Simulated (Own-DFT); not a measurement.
# One host, several defects: B20 RuSi

Source: density functional calculations with Own-DFT, an unreviewed in-house program that is no longer used. Nothing was measured or relaxed, and spin and spin-orbit coupling are left out.

Settings: PBE; PseudoDojo norm-conserving scalar-relativistic files; cutoff 50 hartree; 5 x 4 x 5 k mesh centred on Gamma; cold (Marzari-Vanderbilt) smearing of 0.2 eV.

Limits (not all hold for every row): not probed for a lower state with spin; forces on such cells failed a check on a denser k mesh; stress not checked against mesh or cutoff.

All runs share one cell, with vectors in Å (4.709, 0.000, 4.709); (0.000, 9.417, 0.000); (-4.709, 0.000, 4.709) and a volume of 417.6 Å³. u is the rms random offset of the atoms per axis. The defect's site can differ from row to row.

| cell | formula | u (Å) | P (GPa) |
|---|---|---|---|
| no defect | Ru16Si16 | 0.0208 | 4.60 |
| no defect | Ru16Si16 | 0.0211 | 5.22 |
| no defect | Ru16Si16 | 0.0463 | 7.01 |
| one Si vacancy | Ru16Si15 | 0.0306 | 2.41 |
| one Si vacancy | Ru16Si15 | 0.0458 | 3.69 |
| one Si vacancy | Ru16Si15 | 0.0514 | 3.18 |
| one Ru vacancy | Ru15Si16 | 0.0261 | ? |
| one Ru vacancy | Ru15Si16 | 0.0324 | 3.52 |
| one Ru vacancy | Ru15Si16 | 0.0502 | 3.74 |
| one Ru vacancy | Ru15Si16 | 0.0514 | 3.99 |
| one Ru on a Si site | Ru17Si15 | 0.0311 | 8.83 |
| one Ru on a Si site | Ru17Si15 | 0.0473 | 9.32 |
| one Ru on a Si site | Ru17Si15 | 0.0531 | 10.02 |
| one Si on a Ru site | Ru15Si17 | 0.0312 | 5.71 |
| one Si on a Ru site | Ru15Si17 | 0.0314 | 6.64 |
| one Si on a Ru site | Ru15Si17 | 0.0517 | 7.44 |

## Analysis

P = P0 + c u² + a shift for each defect gives P0 = 4.90 GPa, c = 700 ± 160 GPa/Å² and a scatter of 0.47 GPa. The shifts, and each times the cell's volume:

- one Ru on a Si site: 3.08 ± 0.42 GPa, 8.0 eV
- one Si on a Ru site: 0.61 ± 0.40 GPa, 1.6 eV (not resolved)
- one Ru vacancy: -2.61 ± 0.42 GPa, -6.8 eV
- one Si vacancy: -3.14 ± 0.41 GPa, -8.2 eV

A positive shift means that the defect pushes the cell outwards. Shift times volume (160.2 GPa Å³ is 1 eV) depends little on the cell's size, so, taken for each site, it can be compared between cells at like pressure. The atoms around the defects weren't relaxed, which would change these numbers.

## Prediction

The question: what pressure belongs in the blank (one Ru vacancy, u = 0.0261 Å)?

The fitted form gives 2.77 ± 0.59 GPa. DFT gave 3.16 GPa.
